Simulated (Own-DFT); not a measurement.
# Point defects and the pressure they add: wurtzite GaN

Calculated, not measured: single-point runs of Own-DFT, a retired in-house plane-wave DFT program that no person has reviewed, on unrelaxed cells, without spin or spin-orbit coupling.

Common settings: PBE; PseudoDojo norm-conserving scalar-relativistic files; cutoff 42 hartree; 4 x 4 x 3 k mesh centred on Gamma; Fermi-Dirac smearing of 0.1 eV.

Known weak points (not all hold for every row): not probed for a lower state with spin; forces not confirmed at this smearing and k mesh; stress not checked against mesh or cutoff.

All runs share one cell, with vectors in Å (9.567, 0.000, 0.000); (-4.784, 8.285, 0.000); (0.000, 0.000, 10.370) and a volume of 822.0 Å³. The atoms are randomly displaced, by u rms on each axis. The defect's site can differ from row to row.

```
               cell  formula   u (Å)  P (GPa)
          no defect  Ga36N36  0.0211     5.92
          no defect  Ga36N36  0.0486     7.45
          no defect  Ga36N36  0.0535     7.86
one Ga on an N site  Ga37N35  0.0286    11.81
one Ga on an N site  Ga37N35  0.0299    12.27
one Ga on an N site  Ga37N35  0.0497    13.22
 one N on a Ga site  Ga35N37  0.0311     5.51
 one N on a Ga site  Ga35N37  0.0314     5.59
 one N on a Ga site  Ga35N37  0.0489     6.60
 one N on a Ga site  Ga35N37  0.0510        ?
```

## Fit

P = P0 + c u² + a shift for each defect gives P0 = 5.62 GPa, c = 771 ± 54 GPa/Å² and a scatter of 0.14 GPa. The shifts, and each times the cell's volume:

- one Ga on an N site: 5.74 ± 0.11 GPa, 29.4 eV
- one N on a Ga site: -0.84 ± 0.11 GPa, -4.3 eV

Against the defect-free cell, a freed cell would be larger where the shift is positive and smaller where it is negative (160.2 GPa Å³ is 1 eV). The atoms around the defects weren't relaxed, which would change these numbers.

## Check

Question: what pressure belongs in the blank (one N on a Ga site, u = 0.0510 Å)?

The fitted form gives 6.79 ± 0.17 GPa. The calculation gave 6.80 GPa.
